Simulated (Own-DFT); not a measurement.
# One host, several defects: zincblende GaAs

The numbers are computed, not measured, by runs of the plane-wave DFT program Own-DFT (in-house, retired, unreviewed) at fixed positions, with no spin and no spin-orbit coupling.

Settings: PBE; PseudoDojo norm-conserving scalar-relativistic files; cutoff 42 hartree; 3 x 3 x 3 k mesh centred on Gamma; Fermi-Dirac smearing of 0.1 eV.

Known weak points (not all hold for every row): not probed for a lower state with spin; forces not confirmed at this smearing and k mesh; stress not checked against mesh or cutoff.

All runs share one cell, with vectors in Å (11.737, 0.000, 0.000); (0.000, 11.737, 0.000); (0.000, 0.000, 10.833) and a volume of 1492.4 Å³, strained against the parent crystal. u is the rms random offset of the atoms per axis. The defect's site can differ from row to row.

```
cell,formula,u (Å),P (GPa)
no defect,As32Ga32,0.0293,1.24
no defect,As32Ga32,0.0498,1.59
no defect,As32Ga32,0.0501,1.52
one Al on a Ga site,AlAs32Ga31,0.0289,1.19
one Al on a Ga site,AlAs32Ga31,0.0303,1.26
one Al on a Ga site,AlAs32Ga31,0.0542,1.74
one P on an As site,As31Ga32P,0.0286,1.00
one P on an As site,As31Ga32P,0.0310,1.01
one P on an As site,As31Ga32P,0.0330,1.04
one As vacancy and one Ga vacancy,As31Ga31,0.0289,0.91
one As vacancy and one Ga vacancy,As31Ga31,0.0313,?
one As vacancy and one Ga vacancy,As31Ga31,0.0496,1.23
one As vacancy and one Ga vacancy,As31Ga31,0.0504,1.24
one In on a Ga site,As32Ga31In,0.0449,2.11
one In on a Ga site,As32Ga31In,0.0480,2.23
one In on a Ga site,As32Ga31In,0.0544,2.31
```

## Fit

P = P0 + c u² + a shift for each defect gives P0 = 1.03 GPa, c = 217 ± 14 GPa/Å² and a scatter of 0.04 GPa. The shifts, and each times the cell's volume:

- one In on a Ga site: 0.66 ± 0.03 GPa, 6.2 eV
- one Al on a Ga site: 0.03 ± 0.03 GPa, 0.3 eV (not resolved)
- one P on an As site: -0.22 ± 0.03 GPa, -2.0 eV
- one As vacancy and one Ga vacancy: -0.32 ± 0.03 GPa, -3.0 eV

Against the defect-free cell, a freed cell would be larger where the shift is positive and smaller where it is negative (160.2 GPa Å³ is 1 eV). The atoms around the defects weren't relaxed, which would change these numbers.

## Test on the hidden row

Question: what pressure belongs in the blank (one As vacancy and one Ga vacancy, u = 0.0313 Å)?

Estimate: 0.92 ± 0.04 GPa. Computed: 0.85 GPa.
